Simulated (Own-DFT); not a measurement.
# What a defect does to the pressure of its cell: wurtzite GaN

Calculated, not measured: single-point runs of Own-DFT, a retired in-house plane-wave DFT program that no person has reviewed, on unrelaxed cells, without spin or spin-orbit coupling.

Common settings: PBE; PseudoDojo norm-conserving scalar-relativistic files; cutoff 42 hartree; 4 x 4 x 3 k mesh centred on Gamma; Fermi-Dirac smearing of 0.1 eV.

Caveats (not all hold for every row): some atoms lie very close together; not probed for a lower state with spin; forces not confirmed at this smearing and k mesh; stress not checked against mesh or cutoff.

All runs share one cell, with vectors in Å (9.567, 0.000, 0.000); (-4.784, 8.285, 0.000); (0.000, 0.000, 10.370) and a volume of 822.0 Å³. u is the rms random offset of the atoms per axis. The defect's site can differ from row to row.

| cell | formula | u (Å) | P (GPa) |
|---|---|---|---|
| no defect | Ga36N36 | 0.0186 | 5.91 |
| no defect | Ga36N36 | 0.0476 | 7.24 |
| no defect | Ga36N36 | 0.0495 | 7.82 |
| one N on a Ga site | Ga35N37 | 0.0287 | 5.54 |
| one N on a Ga site | Ga35N37 | 0.0324 | 5.49 |
| one N on a Ga site | Ga35N37 | 0.0529 | 7.40 |
| one Ga on an N site | Ga37N35 | 0.0301 | 12.26 |
| one Ga on an N site | Ga37N35 | 0.0305 | 12.35 |
| one Ga on an N site | Ga37N35 | 0.0477 | ? |
| one Ga on an N site | Ga37N35 | 0.0541 | 13.90 |

## What the rows give

P = P0 + c u² + a shift for each defect gives P0 = 5.54 GPa, c = 863 ± 70 GPa/Å² and a scatter of 0.20 GPa. The shifts, and each times the cell's volume:

- one Ga on an N site: 5.93 ± 0.16 GPa, 30.4 eV
- one N on a Ga site: -0.74 ± 0.16 GPa, -3.8 eV

Against the defect-free cell, a freed cell would be larger where the shift is positive and smaller where it is negative (160.2 GPa Å³ is 1 eV). The atoms around the defects weren't relaxed, which would change these numbers.

## Prediction

Asked: what pressure belongs in the blank (one Ga on an N site, u = 0.0477 Å)?

The fitted form gives 13.43 ± 0.23 GPa. The run itself gave 13.42 GPa.
